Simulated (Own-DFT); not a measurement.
GaN (wurtzite, strained, atoms displaced) (calculated)

All values are calculated (Own-DFT development build). A calculation, not a measurement: plane-wave PBE density functional theory by an unreviewed code, no spin, of a simulated periodic cell, stress positive in tension, free energy of the whole cell less one offset for each atom, forces on such cells passed a denser k mesh, this cell's mesh not checked; offsets are fitted by least squares, one for each functional and potential file, so energies compare only between cells with the same atoms and settings and are not formation energies; the far tail of each file's local potential was reset to the Coulomb form; each entry is a single point on an unrelaxed cell, so the pressure reflects the starting lattice, mostly measured values (interpolated for alloys), from which strain is counted, and rises with the displacements; printed positions are rounded, which can move forces by about a meV/angstrom; the program, named Own-DFT, is a retired in-house code; no spin-orbit coupling.

Settings shared by all entries: functional PBE; potential files PseudoDojo norm-conserving, scalar-relativistic, standard set with the stringent files for Ga; wave cutoff 96 hartree; occupations Gaussian; smearing width 0.01 eV; k mesh 3 x 4 x 3 centred on Gamma.

```yaml
- entry: 1
  formula: GaN
  kind: "wurtzite, strained, atoms displaced"
  structure:
    cell_angstrom: [[12.756, 0.0, 0.0], [-4.7835, 8.2853, 0.0], [0.0, 0.0, 10.5774]]
    atoms_fractional:
      - [Ga, 0.0766, 0.21442, 0.00467]
      - [Ga, 0.16115, 0.10321, 0.25555]
      - ["N", 0.09288, 0.22482, 0.19181]
      - ["N", 0.17081, 0.10752, 0.43762]
      - [Ga, 0.08266, 0.21813, 0.50705]
      - [Ga, 0.16676, 0.11513, 0.74602]
      - ["N", 0.08485, 0.23165, 0.69048]
      - ["N", 0.16336, 0.10136, 0.94521]
      - [Ga, 0.07815, 0.55382, 0.00012]
      - [Ga, 0.16144, 0.43479, 0.23981]
      - ["N", 0.08264, 0.5591, 0.19181]
      - ["N", 0.16707, 0.43512, 0.43766]
      - [Ga, 0.08331, 0.55702, 0.49832]
      - [Ga, 0.17, 0.44948, 0.74743]
      - ["N", 0.07762, 0.54944, 0.68421]
      - ["N", 0.16976, 0.44622, 0.93197]
      - [Ga, 0.07509, 0.87502, 0.9951]
      - [Ga, 0.15874, 0.76893, 0.25299]
      - ["N", 0.08714, 0.89367, 0.18646]
      - ["N", 0.15939, 0.77087, 0.43302]
      - [Ga, 0.08544, 0.88546, 0.5039]
      - [Ga, 0.16013, 0.78181, 0.75908]
      - ["N", 0.08622, 0.89312, 0.68995]
      - ["N", 0.17368, 0.78496, 0.94209]
      - [Ga, 0.32831, 0.21747, 0.99562]
      - [Ga, 0.42019, 0.11951, 0.25272]
      - ["N", 0.33408, 0.22627, 0.18649]
      - ["N", 0.40874, 0.1129, 0.44583]
      - [Ga, 0.32914, 0.22416, 0.50139]
      - [Ga, 0.40542, 0.10678, 0.74847]
      - ["N", 0.32789, 0.20919, 0.68272]
      - ["N", 0.41071, 0.10269, 0.93318]
      - [Ga, 0.33865, 0.55843, 0.99773]
      - [Ga, 0.40604, 0.43689, 0.2484]
      - ["N", 0.3344, 0.56364, 0.18752]
      - ["N", 0.42566, 0.45052, 0.43705]
      - [Ga, 0.32806, 0.54644, 0.50568]
      - [Ga, 0.4228, 0.44752, 0.74663]
      - ["N", 0.33344, 0.55224, 0.68446]
      - ["N", 0.422, 0.43633, 0.93265]
      - [Ga, 0.335, 0.8849, 0.99285]
      - [Ga, 0.41403, 0.77762, 0.24728]
      - ["N", 0.32888, 0.88311, 0.18644]
      - ["N", 0.42215, 0.77913, 0.43233]
      - [Ga, 0.33486, 0.90349, 0.50563]
      - [Ga, 0.41332, 0.77478, 0.74687]
      - ["N", 0.32846, 0.88481, 0.69068]
      - ["N", 0.42358, 0.7813, 0.93937]
      - [Ga, 0.58026, 0.20931, 0.00115]
      - [Ga, 0.66886, 0.10823, 0.25062]
      - ["N", 0.58464, 0.22259, 0.18961]
      - ["N", 0.66793, 0.10639, 0.43635]
      - [Ga, 0.5812, 0.23069, 0.49851]
      - [Ga, 0.67108, 0.11287, 0.75487]
      - ["N", 0.58041, 0.21824, 0.68554]
      - ["N", 0.66374, 0.11231, 0.9446]
      - [Ga, 0.58035, 0.55632, 0.9978]
      - [Ga, 0.66244, 0.44091, 0.26003]
      - ["N", 0.58595, 0.55347, 0.18724]
      - ["N", 0.66131, 0.44863, 0.4431]
      - [Ga, 0.57589, 0.54547, 0.50126]
      - [Ga, 0.66788, 0.44385, 0.76005]
      - ["N", 0.58529, 0.54796, 0.69241]
      - ["N", 0.66051, 0.43583, 0.93646]
      - [Ga, 0.5788, 0.88425, 0.00755]
      - [Ga, 0.66657, 0.77482, 0.24772]
      - ["N", 0.58331, 0.88052, 0.19198]
      - ["N", 0.66696, 0.77605, 0.44345]
      - [Ga, 0.57676, 0.8841, 0.49275]
      - [Ga, 0.66982, 0.78472, 0.76191]
      - ["N", 0.58301, 0.8877, 0.69354]
      - ["N", 0.67363, 0.77569, 0.93869]
      - [Ga, 0.82088, 0.21347, 0.0085]
      - [Ga, 0.90831, 0.10627, 0.26086]
      - ["N", 0.83598, 0.23043, 0.18974]
      - ["N", 0.91266, 0.10647, 0.43711]
      - [Ga, 0.83026, 0.20497, 0.49756]
      - [Ga, 0.92069, 0.12043, 0.74726]
      - ["N", 0.82296, 0.21393, 0.68764]
      - ["N", 0.91909, 0.11695, 0.93487]
      - [Ga, 0.82847, 0.55013, 0.00513]
      - [Ga, 0.91763, 0.45001, 0.25452]
      - ["N", 0.82899, 0.55234, 0.1964]
      - ["N", 0.91598, 0.44667, 0.43466]
      - [Ga, 0.83587, 0.5548, 0.5032]
      - [Ga, 0.91942, 0.45388, 0.74752]
      - ["N", 0.83005, 0.55711, 0.69301]
      - ["N", 0.91648, 0.44893, 0.94421]
      - [Ga, 0.82982, 0.88342, 0.00153]
      - [Ga, 0.9223, 0.79198, 0.24255]
      - ["N", 0.83105, 0.88868, 0.18919]
      - ["N", 0.91279, 0.78647, 0.44272]
      - [Ga, 0.83674, 0.89076, 0.49865]
      - [Ga, 0.91822, 0.78176, 0.75096]
      - ["N", 0.83639, 0.8899, 0.6851]
      - ["N", 0.90827, 0.77459, 0.94564]
  results:
    "free_energy_of_cell_above_offsets [eV]": "-5.314"
    "pressure [GPa]": 3.3
    "stress_xx [GPa]": -6.28
    "stress_yy [GPa]": -4.38
    "stress_zz [GPa]": 0.77
    "stress_yz [GPa]": -0.43
    "stress_xz [GPa]": -0.54
    "stress_xy [GPa]": -0.24
    force_element: [Ga, Ga, "N", "N", Ga, Ga, "N", "N", Ga, Ga, "N", "N", Ga, Ga, "N", "N", Ga, Ga, "N", "N", Ga, Ga, "N", "N", Ga, Ga, "N", "N", Ga, Ga, "N", "N", Ga, Ga, "N", "N", Ga, Ga, "N", "N", Ga, Ga, "N", "N", Ga, Ga, "N", "N", Ga, Ga, "N", "N", Ga, Ga, "N", "N", Ga, Ga, "N", "N", Ga, Ga, "N", "N", Ga, Ga, "N", "N", Ga, Ga, "N", "N", Ga, Ga, "N", "N", Ga, Ga, "N", "N", Ga, Ga, "N", "N", Ga, Ga, "N", "N", Ga, Ga, "N", "N", Ga, Ga, "N", "N"]
    "force_x [eV/angstrom]": [1.033, 1.33, -1.985, -1.618, 0.083, -0.331, 0.565, -0.923, 1.353, 0.248, 0.243, -0.886, 0.409, -0.539, 0.734, -0.262, 0.381, 0.949, -0.305, 0.891, -1.027, 1.54, -0.758, -1.447, 0.74, -0.564, -0.182, 1.307, 0.549, 2.607, -1.187, 0.381, -0.303, 1.132, 0.034, -3.066, 0.675, -0.26, 0.167, -1.855, 0.099, -0.152, -0.094, -2.651, 0.594, 0.79, -0.331, -0.781, -2.287, -0.65, 0.199, -1.114, 0.934, -2.373, -0.089, 0.949, 1.415, 0.224, -1.078, 1.962, 1.229, -0.288, -0.533, 0.532, 1.457, 0.108, -0.575, -0.09, 1.911, 0.163, -0.182, -2.077, 2.119, 0.832, 0.32, 1.575, -1.779, -0.76, 2.243, -1.15, -0.695, -0.313, 0.107, 0.375, -1.149, -0.719, 0.841, -0.333, 0.226, -0.04, 0.034, 2.918, -2.146, -0.633, -0.366, 1.412]
    "force_y [eV/angstrom]": [0.735, 0.941, -1.775, -0.232, 0.092, -0.048, -0.94, 0.397, 0.208, 2.222, -1.493, 0.395, -0.959, 0.251, 1.304, -0.062, 1.295, 1.719, -1.04, 0.911, -0.072, -0.92, -0.246, -1.78, -0.197, -1.36, -1.191, 0.819, 0.872, 0.093, 1.991, 0.677, -0.813, 1.645, -1.531, -1.8, 1.226, -0.844, 0.156, 0.529, 0.611, 0.5, 1.008, -0.917, -2.546, 0.64, -0.449, -0.988, 1.606, 0.028, -0.499, 0.599, -1.247, -0.997, 0.064, -1.572, -0.78, 0.579, -0.163, -0.476, 2.844, -1.045, 1.26, 0.179, 0.507, -1.041, 1.071, -0.06, 0.405, -0.625, -0.115, 0.1, 1.345, 0.717, -0.975, 0.521, 1.991, -0.991, 1.77, -0.873, -0.249, -0.042, 0.962, -0.915, 0.529, -1.61, 0.33, -0.923, 1.909, -1.811, 0.873, -1.356, -0.777, -0.232, 0.683, -0.533]
    "force_z [eV/angstrom]": [-0.367, -0.557, -0.747, 0.557, -1.097, 1.439, -0.561, -1.473, 0.316, 1.509, -1.053, -0.304, -0.078, 0.603, 0.321, 1.026, 1.088, -0.626, -0.369, 1.152, -0.518, -0.785, -0.082, -0.677, 0.86, -0.298, -0.068, -1.505, -0.262, 0.399, 0.323, 0.397, 0.102, 0.24, -0.72, -0.465, -1.812, 0.26, 0.839, 0.032, 1.73, 0.722, -0.022, 0.691, -0.598, 0.237, -0.154, -0.948, 0.273, 0.347, 0.101, -0.215, 0.941, -0.278, 0.618, -0.839, 0.95, -0.901, -0.235, -0.507, 1.462, -1.382, -0.459, 1.545, -0.263, 1.553, -0.74, -0.769, 1.47, -2.451, -0.414, 0.771, -0.727, -2.027, 0.385, 0.654, 1.022, 0.585, -0.579, 0.56, 0.422, -0.467, -0.665, 1.15, -0.146, 0.8, -0.548, -0.975, 0.485, 1.389, -0.431, -1.171, 1.144, 0.17, 0.834, -1.143]
- entry: 2
  formula: GaN
  kind: "wurtzite, strained, atoms displaced"
  structure:
    cell_angstrom: [[12.756, 0.0, 0.0], [-4.7835, 8.2853, 0.0], [0.0, 0.0, 10.5774]]
    atoms_fractional:
      - [Ga, 0.07902, 0.21911, 0.00538]
      - [Ga, 0.17188, 0.11782, 0.25129]
      - ["N", 0.0804, 0.22045, 0.18596]
      - ["N", 0.16953, 0.10095, 0.4408]
      - [Ga, 0.08804, 0.22994, 0.50269]
      - [Ga, 0.1682, 0.11117, 0.75114]
      - ["N", 0.0879, 0.22232, 0.68182]
      - ["N", 0.16442, 0.11469, 0.94249]
      - [Ga, 0.07999, 0.55959, 0.00091]
      - [Ga, 0.16317, 0.44842, 0.24835]
      - ["N", 0.08079, 0.55051, 0.18278]
      - ["N", 0.16743, 0.44829, 0.43826]
      - [Ga, 0.08616, 0.55757, 0.49854]
      - [Ga, 0.16649, 0.44783, 0.75631]
      - ["N", 0.08779, 0.55731, 0.67803]
      - ["N", 0.16876, 0.45718, 0.93822]
      - [Ga, 0.08714, 0.88546, 0.00492]
      - [Ga, 0.16492, 0.77729, 0.25696]
      - ["N", 0.08609, 0.90014, 0.19204]
      - ["N", 0.16475, 0.77181, 0.43613]
      - [Ga, 0.08136, 0.87746, 0.49817]
      - [Ga, 0.16573, 0.77322, 0.75554]
      - ["N", 0.08338, 0.90465, 0.69037]
      - ["N", 0.16616, 0.77273, 0.94204]
      - [Ga, 0.33488, 0.21689, 0.00201]
      - [Ga, 0.40736, 0.11051, 0.25148]
      - ["N", 0.33864, 0.21841, 0.18782]
      - ["N", 0.41946, 0.10589, 0.43373]
      - [Ga, 0.33371, 0.2124, 0.49022]
      - [Ga, 0.42173, 0.12327, 0.75339]
      - ["N", 0.32871, 0.21304, 0.69099]
      - ["N", 0.42517, 0.12246, 0.94333]
      - [Ga, 0.33837, 0.55687, 0.00352]
      - [Ga, 0.4172, 0.43804, 0.24993]
      - ["N", 0.33682, 0.56227, 0.19537]
      - ["N", 0.42049, 0.45642, 0.43797]
      - [Ga, 0.33258, 0.54571, 0.49961]
      - [Ga, 0.41041, 0.44245, 0.75428]
      - ["N", 0.34125, 0.56697, 0.67803]
      - ["N", 0.40772, 0.4374, 0.94766]
      - [Ga, 0.32693, 0.88938, 0.00197]
      - [Ga, 0.41736, 0.77949, 0.24723]
      - ["N", 0.33723, 0.89479, 0.19691]
      - ["N", 0.41828, 0.77622, 0.42891]
      - [Ga, 0.32513, 0.88075, 0.49201]
      - [Ga, 0.41832, 0.77817, 0.74884]
      - ["N", 0.33691, 0.89513, 0.67907]
      - ["N", 0.41816, 0.78257, 0.93258]
      - [Ga, 0.57987, 0.22416, 0.99981]
      - [Ga, 0.66779, 0.11978, 0.24764]
      - ["N", 0.58674, 0.22078, 0.19471]
      - ["N", 0.66866, 0.11076, 0.4322]
      - [Ga, 0.58692, 0.21629, 0.50261]
      - [Ga, 0.67033, 0.11406, 0.74895]
      - ["N", 0.5713, 0.1956, 0.68209]
      - ["N", 0.65758, 0.10298, 0.93849]
      - [Ga, 0.5814, 0.55843, 0.00591]
      - [Ga, 0.66431, 0.44808, 0.24826]
      - ["N", 0.58667, 0.55601, 0.19848]
      - ["N", 0.66711, 0.44673, 0.43357]
      - [Ga, 0.58536, 0.56822, 0.49554]
      - [Ga, 0.67342, 0.43949, 0.75247]
      - ["N", 0.58292, 0.55613, 0.68293]
      - ["N", 0.67428, 0.44356, 0.93342]
      - [Ga, 0.5903, 0.88673, 0.99552]
      - [Ga, 0.66582, 0.77873, 0.24814]
      - ["N", 0.58137, 0.88332, 0.18718]
      - ["N", 0.67088, 0.78622, 0.44548]
      - [Ga, 0.57883, 0.88822, 0.50031]
      - [Ga, 0.66933, 0.78275, 0.75553]
      - ["N", 0.57762, 0.87951, 0.69587]
      - ["N", 0.67001, 0.78241, 0.93631]
      - [Ga, 0.83488, 0.22818, 0.99384]
      - [Ga, 0.91421, 0.11293, 0.25013]
      - ["N", 0.82967, 0.22087, 0.1864]
      - ["N", 0.91833, 0.11823, 0.44225]
      - [Ga, 0.82745, 0.23059, 0.49932]
      - [Ga, 0.91652, 0.11472, 0.74924]
      - ["N", 0.8416, 0.22576, 0.69386]
      - ["N", 0.9176, 0.11106, 0.93038]
      - [Ga, 0.83359, 0.55353, 0.99451]
      - [Ga, 0.90725, 0.43122, 0.25246]
      - ["N", 0.83534, 0.56041, 0.1946]
      - ["N", 0.91767, 0.45198, 0.43999]
      - [Ga, 0.83673, 0.55818, 0.48887]
      - [Ga, 0.92093, 0.44738, 0.75917]
      - ["N", 0.8408, 0.55678, 0.68568]
      - ["N", 0.91077, 0.43967, 0.93739]
      - [Ga, 0.83355, 0.90381, 0.00786]
      - [Ga, 0.91159, 0.77331, 0.26112]
      - ["N", 0.82892, 0.88366, 0.18869]
      - ["N", 0.90865, 0.78068, 0.44029]
      - [Ga, 0.84051, 0.90548, 0.4976]
      - [Ga, 0.92013, 0.77588, 0.74757]
      - ["N", 0.83973, 0.89375, 0.69094]
      - ["N", 0.92402, 0.77599, 0.93272]
  results:
    "free_energy_of_cell_above_offsets [eV]": "-4.431"
    "pressure [GPa]": 3.32
    "stress_xx [GPa]": -5.7
    "stress_yy [GPa]": -4.92
    "stress_zz [GPa]": 0.65
    "stress_yz [GPa]": -0.03
    "stress_xz [GPa]": -0.32
    "stress_xy [GPa]": 0.78
    force_element: [Ga, Ga, "N", "N", Ga, Ga, "N", "N", Ga, Ga, "N", "N", Ga, Ga, "N", "N", Ga, Ga, "N", "N", Ga, Ga, "N", "N", Ga, Ga, "N", "N", Ga, Ga, "N", "N", Ga, Ga, "N", "N", Ga, Ga, "N", "N", Ga, Ga, "N", "N", Ga, Ga, "N", "N", Ga, Ga, "N", "N", Ga, Ga, "N", "N", Ga, Ga, "N", "N", Ga, Ga, "N", "N", Ga, Ga, "N", "N", Ga, Ga, "N", "N", Ga, Ga, "N", "N", Ga, Ga, "N", "N", Ga, Ga, "N", "N", Ga, Ga, "N", "N", Ga, Ga, "N", "N", Ga, Ga, "N", "N"]
    "force_x [eV/angstrom]": [0.425, -0.707, 0.209, -1.242, 0.152, -0.668, -0.67, 1.034, 0.572, 1.193, -1.117, 0.16, -0.215, 0.906, -0.7, 0.184, -1.546, -0.123, 0.206, -0.815, -1.036, 0.25, 1.523, -0.405, -1.367, 3.606, -2.346, -0.375, 0.397, -0.899, 0.429, -1.768, -1.842, -0.751, -0.084, 0.997, -0.981, 0.921, -0.716, 1.792, 2.288, 0.401, -1.153, -0.77, 2.163, -1.488, -0.715, -0.101, 2.33, 0.47, -2.253, -0.162, -1.296, -0.03, 1.738, 1.151, 0.669, 1.803, -1.465, -0.038, 1.012, -1.27, 0.485, -1.944, -2.453, -0.481, 0.306, -0.121, 0.406, 0.708, 1.421, 0.908, -0.589, 0.297, 0.772, -0.131, 1.716, 1.959, -2.098, -0.529, -0.128, 0.411, 0.118, 1.11, -1.869, 0.162, -0.369, 1.16, 1.525, 0.522, 0.47, 1.794, -0.932, -0.738, -0.78, -0.961]
    "force_y [eV/angstrom]": [0.946, -0.311, 0.416, 0.813, -0.831, 0.939, 0.834, -0.51, -1.174, -0.349, 0.728, -0.44, -0.87, -0.175, -0.022, -1.214, 0.753, -0.014, -1.515, -0.099, 1.094, 1.347, -3.003, 0.866, 0.138, -0.47, 1.43, 0.247, 1.289, -2.048, 1.66, -1.902, 1.131, 1.18, -1.744, -2.492, 1.809, 0.198, -1.697, 0.56, 0.256, 0.437, -1.065, -0.15, 0.828, 0.391, -0.628, -0.448, 0.263, -2.166, 1.004, -0.089, 0.81, -1.291, 2.784, 1.58, -0.267, -1.238, 0.253, -0.381, -1.049, 0.521, -0.508, -0.144, 0.287, 0.339, 1.048, 0.549, -0.231, -0.837, 1.916, -1.145, -1.917, -0.399, -0.303, 1.258, -0.403, -0.875, 0.567, 0.808, 1.62, 1.938, -0.885, -0.847, 0.032, 0.171, -0.649, 1.049, -1.709, 1.049, 0.968, 0.12, -1.222, 0.631, -0.306, 0.179]
    "force_z [eV/angstrom]": [-1.025, 0.307, 0.893, -0.927, -0.512, 0.746, 1.502, -0.179, 0.354, 0.27, 0.937, -0.807, 0.106, -1.32, 2.023, 0.434, -0.073, -1.709, 0.055, -0.029, 1.064, -1.491, -1.098, -0.737, -0.053, 0.862, -0.616, 0.321, 1.673, -0.122, -0.622, -1.099, 0.464, 0.589, -1.241, -0.961, -0.373, -0.949, 1.689, -0.986, 0.464, 0.419, -1.552, 1.235, 1.078, 0.022, 1.24, 1.194, 1.471, 0.137, -1.534, 0.683, -1.16, 0.532, 0.434, -0.315, -0.542, 0.851, -1.989, 0.811, 1.017, -1.769, 1.406, 0.823, 0.986, 1.44, -0.622, -1.381, 0.444, -1.682, -1.404, 0.81, 0.627, 0.664, -0.761, -1.079, 0.791, -0.575, -1.106, 1.378, 1.442, -0.176, -1.142, -0.886, 1.67, -2.104, -0.333, 0.302, -1.103, -1.589, 0.281, 0.125, 1.684, 0.348, -0.44, 1.076]
- entry: 3
  formula: GaN
  kind: "wurtzite, strained, atoms displaced"
  structure:
    cell_angstrom: [[12.756, 0.0, 0.0], [-4.7835, 8.2853, 0.0], [0.0, 0.0, 10.5774]]
    atoms_fractional:
      - [Ga, 0.08655, 0.21455, 0.00141]
      - [Ga, 0.15953, 0.10671, 0.24829]
      - ["N", 0.09388, 0.23188, 0.18833]
      - ["N", 0.1647, 0.1115, 0.43784]
      - [Ga, 0.08294, 0.22101, 0.50063]
      - [Ga, 0.16706, 0.11414, 0.75413]
      - ["N", 0.091, 0.22453, 0.68482]
      - ["N", 0.16231, 0.11646, 0.93667]
      - [Ga, 0.08035, 0.54769, 0.99705]
      - [Ga, 0.16375, 0.44295, 0.24372]
      - ["N", 0.09049, 0.56767, 0.19666]
      - ["N", 0.16169, 0.43689, 0.43936]
      - [Ga, 0.08402, 0.55094, 0.50484]
      - [Ga, 0.16778, 0.44828, 0.75931]
      - ["N", 0.08186, 0.56319, 0.68865]
      - ["N", 0.16518, 0.44277, 0.93386]
      - [Ga, 0.07712, 0.8884, 0.99456]
      - [Ga, 0.16792, 0.773, 0.2539]
      - ["N", 0.08781, 0.89834, 0.1907]
      - ["N", 0.16416, 0.7775, 0.43948]
      - [Ga, 0.08033, 0.88185, 0.50221]
      - [Ga, 0.16351, 0.7667, 0.74429]
      - ["N", 0.08584, 0.89343, 0.6828]
      - ["N", 0.17515, 0.77768, 0.93497]
      - [Ga, 0.3345, 0.22522, 0.00658]
      - [Ga, 0.41114, 0.10717, 0.25352]
      - ["N", 0.34412, 0.23116, 0.19114]
      - ["N", 0.41396, 0.10785, 0.44021]
      - [Ga, 0.33144, 0.22739, 0.50152]
      - [Ga, 0.41528, 0.11531, 0.7469]
      - ["N", 0.33703, 0.21955, 0.68958]
      - ["N", 0.42103, 0.1109, 0.93945]
      - [Ga, 0.33315, 0.55702, 0.00216]
      - [Ga, 0.41507, 0.44595, 0.2462]
      - ["N", 0.33592, 0.55396, 0.19388]
      - ["N", 0.40995, 0.44185, 0.43617]
      - [Ga, 0.33198, 0.55461, 0.49409]
      - [Ga, 0.42848, 0.45809, 0.74911]
      - ["N", 0.34107, 0.567, 0.69029]
      - ["N", 0.4204, 0.44708, 0.92834]
      - [Ga, 0.33234, 0.88824, 0.00465]
      - [Ga, 0.41593, 0.76882, 0.24662]
      - ["N", 0.33514, 0.88974, 0.18084]
      - ["N", 0.41499, 0.77485, 0.44168]
      - [Ga, 0.32681, 0.87632, 0.49438]
      - [Ga, 0.41483, 0.77781, 0.75399]
      - ["N", 0.33113, 0.87699, 0.69445]
      - ["N", 0.42103, 0.78182, 0.93828]
      - [Ga, 0.59188, 0.2267, 0.99382]
      - [Ga, 0.67808, 0.11742, 0.24849]
      - ["N", 0.5853, 0.22261, 0.18159]
      - ["N", 0.67033, 0.11325, 0.43895]
      - [Ga, 0.59092, 0.23065, 0.50075]
      - [Ga, 0.66746, 0.1184, 0.75022]
      - ["N", 0.57978, 0.22183, 0.68603]
      - ["N", 0.67225, 0.10561, 0.94825]
      - [Ga, 0.58785, 0.56956, 0.9921]
      - [Ga, 0.65991, 0.44292, 0.25453]
      - ["N", 0.57203, 0.55332, 0.18848]
      - ["N", 0.66686, 0.44744, 0.44345]
      - [Ga, 0.58635, 0.55393, 0.51321]
      - [Ga, 0.66746, 0.44304, 0.74846]
      - ["N", 0.5764, 0.54797, 0.69371]
      - ["N", 0.66011, 0.4367, 0.94137]
      - [Ga, 0.58076, 0.88325, 0.99661]
      - [Ga, 0.66414, 0.78025, 0.24741]
      - ["N", 0.58062, 0.88265, 0.17667]
      - ["N", 0.66565, 0.7816, 0.43652]
      - [Ga, 0.5828, 0.88968, 0.49741]
      - [Ga, 0.66392, 0.77479, 0.74439]
      - ["N", 0.58284, 0.8805, 0.68974]
      - ["N", 0.66282, 0.77722, 0.93657]
      - [Ga, 0.83662, 0.22756, 0.00236]
      - [Ga, 0.91663, 0.10857, 0.25225]
      - ["N", 0.83681, 0.22763, 0.19675]
      - ["N", 0.91449, 0.11548, 0.43266]
      - [Ga, 0.83641, 0.21975, 0.51153]
      - [Ga, 0.91378, 0.11069, 0.75756]
      - ["N", 0.83699, 0.22843, 0.69322]
      - ["N", 0.91356, 0.10177, 0.93806]
      - [Ga, 0.82996, 0.55501, 0.99708]
      - [Ga, 0.91683, 0.44368, 0.24733]
      - ["N", 0.83048, 0.54138, 0.18974]
      - ["N", 0.91508, 0.44974, 0.43289]
      - [Ga, 0.83411, 0.56171, 0.49538]
      - [Ga, 0.91461, 0.45093, 0.74245]
      - ["N", 0.83817, 0.56259, 0.68121]
      - ["N", 0.91896, 0.44619, 0.94488]
      - [Ga, 0.83511, 0.89439, 0.99694]
      - [Ga, 0.91275, 0.76848, 0.25649]
      - ["N", 0.83168, 0.89123, 0.18986]
      - ["N", 0.91621, 0.78984, 0.4382]
      - [Ga, 0.83611, 0.88635, 0.50376]
      - [Ga, 0.91176, 0.78196, 0.75655]
      - ["N", 0.83347, 0.90157, 0.68957]
      - ["N", 0.92045, 0.77729, 0.93748]
  results:
    "free_energy_of_cell_above_offsets [eV]": "-4.404"
    "pressure [GPa]": 3.59
    "stress_xx [GPa]": -5.22
    "stress_yy [GPa]": -6.45
    "stress_zz [GPa]": 0.9
    "stress_yz [GPa]": -0.41
    "stress_xz [GPa]": 0.06
    "stress_xy [GPa]": 0.81
    force_element: [Ga, Ga, "N", "N", Ga, Ga, "N", "N", Ga, Ga, "N", "N", Ga, Ga, "N", "N", Ga, Ga, "N", "N", Ga, Ga, "N", "N", Ga, Ga, "N", "N", Ga, Ga, "N", "N", Ga, Ga, "N", "N", Ga, Ga, "N", "N", Ga, Ga, "N", "N", Ga, Ga, "N", "N", Ga, Ga, "N", "N", Ga, Ga, "N", "N", Ga, Ga, "N", "N", Ga, Ga, "N", "N", Ga, Ga, "N", "N", Ga, Ga, "N", "N", Ga, Ga, "N", "N", Ga, Ga, "N", "N", Ga, Ga, "N", "N", Ga, Ga, "N", "N", Ga, Ga, "N", "N", Ga, Ga, "N", "N"]
    "force_x [eV/angstrom]": [-2.404, 1.749, -1.626, 0.127, -0.03, 1.012, -1.829, 2.571, 0.585, 0.454, -0.568, 0.096, -0.671, 0.789, 0.506, 0.268, 2.927, -0.286, -0.411, 0.024, 0.024, -0.083, -0.587, -2.236, 1.043, 1.568, -1.849, 0.376, 0.386, 0.621, -1.714, -0.634, 0.642, 0.197, -1.664, 1.47, -0.251, -4.275, -0.608, -0.668, 0.713, -0.302, -0.107, 0.231, 0.436, 0.771, -0.876, -0.924, -1.007, -2.635, 0.113, -0.084, -0.81, 0.283, 1.057, -0.598, -0.381, -0.054, 2.624, -0.086, -1.674, 0.042, 4.015, 0.775, -0.112, 0.072, 0.055, 0.853, -0.188, 0.222, -0.878, 1.707, 0.315, 0.207, 1.665, 0.839, -0.69, 1.026, -0.276, 0.216, 0.233, 0.9, -1.488, 0.528, 0.617, 0.92, -1.525, -1.002, -0.482, 0.064, 0.79, 1.359, -2.242, 1.229, 0.479, -1.974]
    "force_y [eV/angstrom]": [1.612, 1.4, -1.405, -0.63, -0.437, -0.13, 0.349, -1.436, 2.0, 1.043, -2.681, 1.032, 0.052, -0.098, -3.007, -0.458, 0.42, 2.488, -2.405, -0.887, 1.576, 3.338, -0.699, -0.68, -0.006, 0.231, -1.311, 0.271, -1.061, -1.978, 1.347, 0.288, 0.114, -0.735, -0.362, 0.638, -0.286, -2.886, -1.891, -0.065, 0.698, 1.904, -0.614, 0.185, 1.688, 0.38, 1.623, -0.919, -2.1, -1.13, -0.091, 0.127, -1.819, -1.514, 0.404, 0.944, -2.66, -0.438, 1.218, 0.417, 0.443, -0.022, 2.089, 2.537, 0.676, -0.656, 0.94, -0.797, 0.085, 0.499, 1.762, 1.148, -0.782, 0.661, -0.467, -0.643, 0.644, 1.323, -0.212, 2.244, -0.446, 0.601, 1.882, -0.37, -0.089, -0.089, 0.123, -0.171, -1.807, 0.75, -0.664, -1.742, 1.614, 0.44, -1.837, -0.64]
    "force_z [eV/angstrom]": [0.598, 1.399, -0.995, -0.265, -0.028, -1.07, 0.902, -0.093, 0.895, 1.614, -1.988, -0.612, -1.012, -2.564, -0.486, 2.001, 1.204, -0.127, -0.966, -0.261, -0.275, 1.483, 1.469, 0.027, -0.918, -0.205, -0.696, 0.06, 0.033, 1.144, -0.423, -0.41, -0.522, 1.645, -1.561, 0.251, 1.325, 0.65, -0.629, 1.86, -1.388, 0.524, 2.188, -1.467, 1.546, 0.097, -1.529, 0.247, 1.57, 0.199, 1.235, 0.111, -0.488, 0.535, 0.196, -1.824, 1.641, -0.954, -0.82, -0.517, -2.176, 0.501, -1.268, -1.564, 0.304, 0.326, 1.778, 0.56, 0.709, 0.913, -0.496, -1.145, 0.586, -0.232, -1.935, 1.4, -1.8, -0.704, 0.094, 0.369, 1.014, 1.089, -0.494, 1.242, -0.063, 1.258, 0.763, -1.415, 1.293, -1.346, -0.752, -0.221, -0.297, -1.55, -0.198, -0.098]
```
